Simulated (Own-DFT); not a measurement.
# Misfit strain and the stress it brings: wurtzite AlGaN with randomly placed atoms, 72 atoms (Al9Ga27N36)

Source: density functional calculations with Own-DFT, an unreviewed in-house program that is no longer used. Nothing was measured or relaxed, and spin and spin-orbit coupling are left out.

Settings: PBE; PseudoDojo norm-conserving scalar-relativistic files (stringent for Ga); cutoff 96 hartree; 4 x 4 x 3 k mesh centred on Gamma; Gaussian smearing of 0.01 eV.

Keep in mind: forces on such cells passed a denser k mesh, each cell not checked; stress not checked against mesh or cutoff.

Unstrained cell vectors in Å: (9.509, 0.000, 0.000); (-4.755, 8.235, 0.000); (0.000, 0.000, 10.268). The unstrained cell has measured lattice constants (interpolated for alloys), not those of this functional. That, the random moves and any unrelaxed bonds set the pressure at no strain. Each run strains x and y alike by e, as a substrate would, and holds the height along z. Each coordinate of each atom was shifted by a normal deviate of width 0.05 Å. The random placing of the alloy's atoms differs from row to row. Stress is positive in tension.

| e (%) | u (Å) | (s_xx + s_yy)/2 (GPa) | s_zz (GPa) |
|---|---|---|---|
| -2.50 | 0.047 | -23.09 | -9.41 |
| -2.25 | 0.051 | -21.66 | -9.98 |
| -1.75 | 0.045 | -16.57 | -10.53 |
| -1.50 | 0.047 | -14.67 | -10.43 |
| -0.25 | 0.049 | -7.50 | -7.82 |
| 0.50 | 0.052 | -3.99 | -7.99 |
| 1.00 | 0.051 | ? | ? |
| 1.75 | 0.050 | 1.91 | -4.82 |
| 2.25 | 0.053 | 4.15 | -6.47 |
| 2.50 | 0.052 | 4.90 | -3.26 |

## Fit

With e as a fraction, the in-plane stress is -6.1 + 553 e - 4841 e² GPa (errors 10 and 868, scatter 0.58), and s_zz is -7.7 + 119 e GPa (slope ± 20, scatter 1.13). At e = 0 the first slope is C11 + C12 and the second 2 C13, both with the ions held to the strained lattice and at the cell's own pressure. The term in e² is negative: the layer stiffens under compression and softens under tension. A free layer would change its height as e changes, and the in-plane slope would drop by 2 C13²/C33 to the biaxial modulus. At fixed height, a misfit of 1 % moves the in-plane stress by about 5.5 GPa and s_zz by 1.2 GPa.

## Prediction

The question: what are the two stresses at e = 1.00 %?

Estimate: -1.0 and -6.5 GPa. DFT gave -1.67 and -5.05 GPa.
